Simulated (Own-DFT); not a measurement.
# Point defects and the pressure they add: C11b WSi2

Everything here is calculated. The program is Own-DFT (plane waves, in-house, since retired, never reviewed by a person); positions were held fixed, and spin and spin-orbit coupling were off.

Common settings: PBE; PseudoDojo norm-conserving scalar-relativistic files; cutoff 50 hartree; 5 x 5 x 5 k mesh centred on Gamma; cold (Marzari-Vanderbilt) smearing of 0.2 eV.

Caveats: forces on such cells failed a check on a denser k mesh; stress not checked against mesh or cutoff.

All runs share one cell, with vectors in Å (-2.148, -5.953, 3.409); (-6.444, 2.976, 1.136); (-2.553, -2.948, -6.757) and a volume of 403.2 Å³. Atoms were moved at random from their sites; u is the rms move along one axis. The defect's site can differ from row to row.

| cell | formula | u (Å) | P (GPa) |
|---|---|---|---|
| no defect | Si20W10 | 0.0200 | 4.37 |
| no defect | Si20W10 | 0.0472 | 5.65 |
| no defect | Si20W10 | 0.0506 | 5.74 |
| one Si vacancy | Si19W10 | 0.0291 | ? |
| one Si vacancy | Si19W10 | 0.0312 | 3.18 |
| one Si vacancy | Si19W10 | 0.0467 | 3.89 |
| one Si vacancy | Si19W10 | 0.0476 | 3.89 |
| one W on a Si site | Si19W11 | 0.0298 | 9.88 |
| one W on a Si site | Si19W11 | 0.0503 | 10.69 |
| one W on a Si site | Si19W11 | 0.0517 | 11.29 |
| one Si on a W site | Si21W9 | 0.0284 | 5.95 |
| one Si on a W site | Si21W9 | 0.0298 | 6.55 |
| one Si on a W site | Si21W9 | 0.0483 | 7.05 |

## What the rows give

P = P0 + c u² + a shift for each defect gives P0 = 4.17 GPa, c = 626 ± 79 GPa/Å² and a scatter of 0.21 GPa. The shifts, and each times the cell's volume:

- one W on a Si site: 5.18 ± 0.17 GPa, 13.0 eV
- one Si on a W site: 1.51 ± 0.17 GPa, 3.8 eV
- one Si vacancy: -1.65 ± 0.17 GPa, -4.2 eV

Positive is outwards. The product with the volume (160.2 GPa Å³ to the eV) is nearly free of the cell's size; divided by the bulk modulus at the cell's pressure it gives the volume that the defect adds. The atoms around the defects weren't relaxed, which would change these numbers.

## The run left out

The question: what pressure belongs in the blank (one Si vacancy, u = 0.0291 Å)?

The fit gives 3.05 ± 0.25 GPa. Computed: 2.90 GPa.
